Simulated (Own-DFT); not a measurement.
# How strain changes the stress of wurtzite AlGaN with randomly placed atoms, 72 atoms (Al9Ga27N36)

These are calculations, not measurements. They come from Own-DFT, an in-house plane-wave density functional program, since retired, whose code no person has reviewed. Each row is one single-point run on a periodic cell that was not relaxed, without spin or spin-orbit coupling.

Settings of every run: PBE; PseudoDojo norm-conserving scalar-relativistic files; cutoff 42 hartree; 4 x 4 x 3 k mesh centred on Gamma; Fermi-Dirac smearing of 0.1 eV.

Known limits: forces on such cells passed a denser k mesh, each cell not checked; stress not checked against mesh or cutoff.

Unstrained cell vectors in Å: (9.509, 0.000, 0.000); (-4.755, 8.235, 0.000); (0.000, 0.000, 10.268). The unstrained cell has measured lattice constants (interpolated for alloys), not those of this functional. That, the random moves and any unrelaxed bonds set the pressure at no strain. Each run strains this cell uniformly, with the atoms carried along. Every atom was also moved at random, by a Gaussian of width 0.05 Å on each axis. The random placing of the alloy's atoms differs from row to row. Strain is the symmetric tensor, in per cent. Stress is positive in tension, and the pressure is minus a third of its trace.

```
run,e_xx (%),e_yy (%),e_zz (%),s_xx (GPa),s_yy (GPa),s_zz (GPa),P (GPa),E (meV/atom)
1,-3.00,-3.00,0.00,-25.03,-27.55,-12.82,21.80,70.4
2,2.25,2.25,0.00,2.61,2.25,-4.66,-0.07,24.2
3,3.00,3.00,0.00,7.11,6.78,-4.11,-3.26,6.8
4,2.50,2.50,0.00,6.77,3.02,-4.50,-1.76,4.0
5,-1.50,-1.50,0.00,-15.83,-14.56,-12.05,14.15,33.7
6,-1.00,-1.00,0.00,-12.51,-14.51,-8.97,12.00,22.8
7,2.75,2.75,0.00,4.90,5.79,-2.82,-2.62,0.0
8,1.25,1.25,0.00,-1.92,0.20,-6.07,2.60,5.3
9,-0.25,-0.25,0.00,?,?,?,?,?
```

E is the free energy for each atom above the lowest run shown.

## Worked fit

The change of volume is close to e_xx + e_yy + e_zz. A straight line through the runs shown gives P = 8.64 - 204 x (fractional change of volume) GPa, with an error of 6 on the slope and a scatter of 0.76 GPa. The strain isn't the same on all axes and the cell isn't cubic, so the slope belongs to this path and is not the bulk modulus.

## Withheld run

Question: what pressure should run 9 give? Its volume changes by -0.50 %.

The line gives 9.7 GPa. The calculation gave 8.34 GPa.
